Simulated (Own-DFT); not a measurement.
# Misfit strain and the stress it brings: wurtzite AlGaN with randomly placed atoms, 96 atoms (Al36Ga12N48)

The numbers are computed, not measured, by runs of the plane-wave DFT program Own-DFT (in-house, retired, unreviewed) at fixed positions, with no spin and no spin-orbit coupling.

Common settings: PBE; PseudoDojo norm-conserving scalar-relativistic files (stringent for Ga); cutoff 96 hartree; 3 x 4 x 3 k mesh centred on Gamma; Gaussian smearing of 0.01 eV.

Caveats: k mesh not checked against a denser one; stress not checked against mesh or cutoff.

Unstrained cell vectors in Å: (12.525, 0.000, 0.000); (-4.697, 8.135, 0.000); (0.000, 0.000, 10.066). The unstrained cell has measured lattice constants (interpolated for alloys), not those of this functional. That, the random moves and any unrelaxed bonds set the pressure at no strain. Each run strains x and y alike by e, as a substrate would, and holds the height along z. All atoms carry random offsets, Gaussian with a width of 0.05 Å per axis. The random placing of the alloy's atoms differs from row to row. Stress is positive in tension.

```
e (%),u (Å),(s_xx + s_yy)/2 (GPa),s_zz (GPa)
-2.75,0.051,-24.99,-10.94
-2.25,0.050,-20.48,-10.62
-1.75,0.049,-16.94,-9.93
-1.00,0.047,-12.00,-7.39
-0.25,0.050,-7.82,-6.81
1.25,0.050,-0.15,-4.60
1.50,0.049,1.78,-3.43
1.75,0.049,3.27,-4.27
2.25,0.049,?,?
2.75,0.050,7.15,-2.73
```

## What the rows give

With e as a fraction, the in-plane stress is -6.1 + 575 e - 3413 e² GPa (errors 8 and 564, scatter 0.43), and s_zz is -6.6 + 159 e GPa (slope ± 10, scatter 0.57). At e = 0 the first slope is C11 + C12 and the second 2 C13, both with the ions held to the strained lattice and at the cell's own pressure. The term in e² is negative: the layer stiffens under compression and softens under tension. A free layer would change its height as e changes, and the in-plane slope would drop by 2 C13²/C33 to the biaxial modulus. At fixed height, a misfit of 1 % moves the in-plane stress by about 5.7 GPa and s_zz by 1.6 GPa.

## Check

The question: what are the two stresses at e = 2.25 %?

Estimate: 5.1 and -3.0 GPa. The hidden result is 5.61 and -3.59 GPa.
